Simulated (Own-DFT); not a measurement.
## Calculated data, AlGa$_{3}$N$_{4}$ (wurtzite random alloy, strained, atoms displaced)

All values are calculated (Own-DFT development build). A calculation, not a measurement: plane-wave PBE density functional theory by an unreviewed code, no spin, of a simulated periodic cell, stress positive in tension, free energy of the whole cell less one offset for each atom, forces on such cells passed a denser k mesh, this cell's mesh not checked; offsets are fitted by least squares, one for each functional and potential file, so energies compare only between cells with the same atoms and settings and are not formation energies; the far tail of each file's local potential was reset to the Coulomb form; each entry is a single point on an unrelaxed cell, so the pressure reflects the starting lattice, mostly measured values, from which strain is counted, and rises with the displacements; printed positions are rounded, which can move forces by about a meV/angstrom; the program is a retired in-house code; no spin-orbit coupling.

Entry: AlGa$_{3}$N$_{4}$ (wurtzite random alloy, strained, atoms displaced)

```
CELL_PARAMETERS angstrom
9.62810 0.00000 0.00000
-4.81410 8.33820 0.00000
0.00000 0.00000 10.26850
ATOMIC_POSITIONS crystal
Ga 0.11008 0.21946 0.99809
Al 0.21746 0.10947 0.25072
N 0.12426 0.23419 0.19021
N 0.22626 0.11164 0.44151
Ga 0.11271 0.22008 0.50659
Ga 0.21382 0.11181 0.75502
N 0.11277 0.22679 0.68201
N 0.21800 0.10628 0.94069
Ga 0.10051 0.55193 0.99521
Al 0.21507 0.43446 0.25522
N 0.11452 0.55294 0.18532
N 0.22293 0.44405 0.43301
Ga 0.11818 0.55640 0.49316
Al 0.21613 0.43833 0.75009
N 0.10752 0.55624 0.68667
N 0.21844 0.44265 0.94081
Ga 0.11169 0.88770 0.99226
Al 0.22018 0.77843 0.24888
N 0.11311 0.88946 0.19419
N 0.22824 0.78242 0.43794
Ga 0.10691 0.89269 0.50172
Ga 0.21647 0.77135 0.74621
N 0.10623 0.88453 0.69222
N 0.21664 0.78445 0.93737
Al 0.43997 0.22265 0.99906
Ga 0.56262 0.11024 0.25076
N 0.44383 0.22200 0.18576
N 0.55289 0.10727 0.42992
Ga 0.44038 0.22123 0.50660
Ga 0.55761 0.10256 0.74929
N 0.45502 0.21960 0.69141
N 0.55505 0.10637 0.93850
Ga 0.44835 0.55203 0.99929
Ga 0.55741 0.45564 0.24731
N 0.44065 0.54945 0.19259
N 0.55613 0.44637 0.44336
Al 0.44555 0.55580 0.50647
Ga 0.56308 0.44791 0.74788
N 0.44842 0.56072 0.69810
N 0.55208 0.44077 0.94143
Al 0.44951 0.89290 0.99544
Ga 0.54394 0.77861 0.24855
N 0.44102 0.88801 0.18835
N 0.55690 0.78169 0.43304
Al 0.43729 0.88198 0.49205
Ga 0.55835 0.78754 0.74721
N 0.44714 0.89580 0.68211
N 0.54788 0.77716 0.94749
Al 0.77642 0.21705 0.99738
Ga 0.89566 0.11018 0.25095
N 0.78283 0.23542 0.18614
N 0.89038 0.11359 0.44113
Ga 0.78249 0.22368 0.51119
Ga 0.89777 0.11784 0.74333
N 0.78092 0.22348 0.69355
N 0.89364 0.12865 0.94225
Ga 0.77897 0.55856 0.00289
Ga 0.88495 0.44396 0.25321
N 0.77719 0.54866 0.19076
N 0.88896 0.44941 0.44528
Ga 0.78358 0.56549 0.48921
Ga 0.88707 0.43862 0.75566
N 0.77034 0.54754 0.69316
N 0.89100 0.44923 0.94225
Ga 0.77763 0.89492 0.00703
Ga 0.88543 0.77357 0.24490
N 0.77581 0.88472 0.18271
N 0.88594 0.78114 0.44034
Ga 0.77269 0.88420 0.50978
Ga 0.88931 0.77146 0.74805
N 0.78360 0.89527 0.69409
N 0.89821 0.78399 0.93300
```

- functional: PBE
- potential files: PseudoDojo norm-conserving, scalar-relativistic, standard set
- wave cutoff: 42 hartree
- occupations: Fermi-Dirac
- smearing width: 0.1 eV
- k mesh: 4 x 4 x 3 centred on Gamma
- free energy of cell above offsets: 5.809 eV
- pressure: 2.21 GPa
- stress xx: -0.92 GPa
- stress yy: -0.23 GPa
- stress zz: -5.48 GPa
- stress yz: -0.62 GPa
- stress xz: -0.09 GPa
- stress xy: 0.58 GPa

Force:
```tsv
element	x (eV/Å)	y (eV/Å)	z (eV/Å)
Ga	0.043	0.957	0.83
Al	1.344	0.566	-0.183
N	-0.114	-2.436	0.185
N	-1.066	-0.025	-0.869
Ga	-0.061	0.216	-3.188
Ga	1.806	-0.375	-0.82
N	0.531	0.643	2.642
N	0.501	1.392	0.023
Ga	1.984	1.144	1.033
Al	0.236	2.211	-1.532
N	-0.153	0.67	1.444
N	1.127	0.044	1.57
Ga	-1.065	0.236	0.464
Al	0.297	1.736	0.552
N	1.318	-1.29	0.218
N	0.359	0.038	-1.51
Ga	-0.554	0.334	1.75
Al	0.362	-0.439	-0.348
N	-0.176	0.236	-0.315
N	-0.853	-0.478	-0.591
Ga	0.952	-0.429	-0.211
Ga	0.426	0.97	0.404
N	0.204	0.966	-0.692
N	2.918	-0.93	-0.239
Al	0.829	-0.379	0.424
Ga	-1.028	0.745	-1.348
N	-0.7	-0.291	-0.017
N	0.32	-0.23	2.945
Ga	1.524	0.181	-1.184
Ga	-0.581	1.098	0.444
N	-1.785	0.132	0.656
N	-0.092	0.766	0.723
Ga	-1.513	0.268	0.398
Ga	0.509	-2.196	0.851
N	-1.538	0.826	-0.351
N	-0.823	0.455	-0.011
Al	0.075	0.19	-0.869
Ga	-1.338	-1.122	0.758
N	-1.165	-0.78	-1.48
N	0.807	-0.468	-0.199
Al	-1.458	-0.706	0.946
Ga	1.3	-0.822	-0.604
N	-0.927	0.065	-1.067
N	-0.53	-1.054	2.073
Al	0.943	1.7	0.324
Ga	-0.034	-0.651	1.121
N	-0.111	-1.744	-0.79
N	0.739	0.542	-1.095
Al	-1.309	1.546	0.88
Ga	-0.826	0.582	-0.266
N	0.88	-2.219	-0.794
N	0.335	-0.462	0.352
Ga	-1.182	-0.008	-2.326
Ga	-0.768	-0.548	1.563
N	0.164	-0.469	0.367
N	0.471	-1.821	-0.943
Ga	-0.124	-0.025	-0.741
Ga	1.486	0.317	0.197
N	-0.745	1.333	-0.07
N	0.76	-0.465	-0.52
Ga	-0.452	-1.586	1.8
Ga	-0.543	1.185	-0.627
N	1.798	1.358	-1.179
N	-1.365	-1.991	-0.272
Ga	0.236	-0.173	-2.966
Ga	0.343	0.48	0.387
N	-0.204	0.459	2.5
N	0.201	0.669	-0.561
Ga	-0.333	0.775	-1.661
Ga	-0.687	-0.294	0.077
N	-0.051	-0.46	0.217
N	-1.874	-0.664	1.321
```
